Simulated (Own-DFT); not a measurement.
# Which defects push the lattice out? grey tin

No measurement is shown. These are fixed-geometry runs of a retired plane-wave code named Own-DFT, which no person has reviewed; spin and spin-orbit coupling are neglected.

All runs used: PBE; PseudoDojo norm-conserving scalar-relativistic files; cutoff 42 hartree; 3 x 3 x 3 k mesh centred on Gamma; cold (Marzari-Vanderbilt) smearing of 0.2 eV.

Known weak points (not all hold for every row): not probed for a lower state with spin; forces on such cells moved up to 12 meV/angstrom on a denser k mesh; stress not checked against mesh or cutoff.

All runs share one cell, with vectors in Å (12.978, 0.000, 0.000); (0.000, 12.978, 0.000); (0.000, 0.000, 12.978) and a volume of 2185.9 Å³. Atoms were moved at random from their sites; u is the rms move along one axis. The defect's site can differ from row to row.

| cell | formula | u (Å) | P (GPa) |
|---|---|---|---|
| no defect | Sn64 | 0.0212 | 3.38 |
| no defect | Sn64 | 0.0489 | 3.64 |
| no defect | Sn64 | 0.0508 | 3.60 |
| one Sn vacancy | Sn63 | 0.0291 | 3.26 |
| one Sn vacancy | Sn63 | 0.0298 | 3.24 |
| one Sn vacancy | Sn63 | 0.0471 | ? |
| one Sn vacancy | Sn63 | 0.0554 | 3.45 |
| two Sn vacancies | Sn62 | 0.0309 | 3.16 |
| two Sn vacancies | Sn62 | 0.0328 | 3.14 |
| two Sn vacancies | Sn62 | 0.0454 | 3.29 |

## Analysis

P = P0 + c u² + a shift for each defect gives P0 = 3.35 GPa, c = 106 ± 10 GPa/Å² and a scatter of 0.03 GPa. The shifts, and each times the cell's volume:

- one Sn vacancy: -0.20 ± 0.02 GPa, -2.8 eV
- two Sn vacancies: -0.30 ± 0.02 GPa, -4.1 eV (-2.0 eV for each of its 2 sites)

Against the defect-free cell, a freed cell would be larger where the shift is positive and smaller where it is negative (160.2 GPa Å³ is 1 eV). The atoms around the defects weren't relaxed, which would change these numbers.

## Prediction

Asked: what pressure belongs in the blank (one Sn vacancy, u = 0.0471 Å)?

From the fit: 3.38 ± 0.03 GPa. The hidden result is 3.35 GPa.
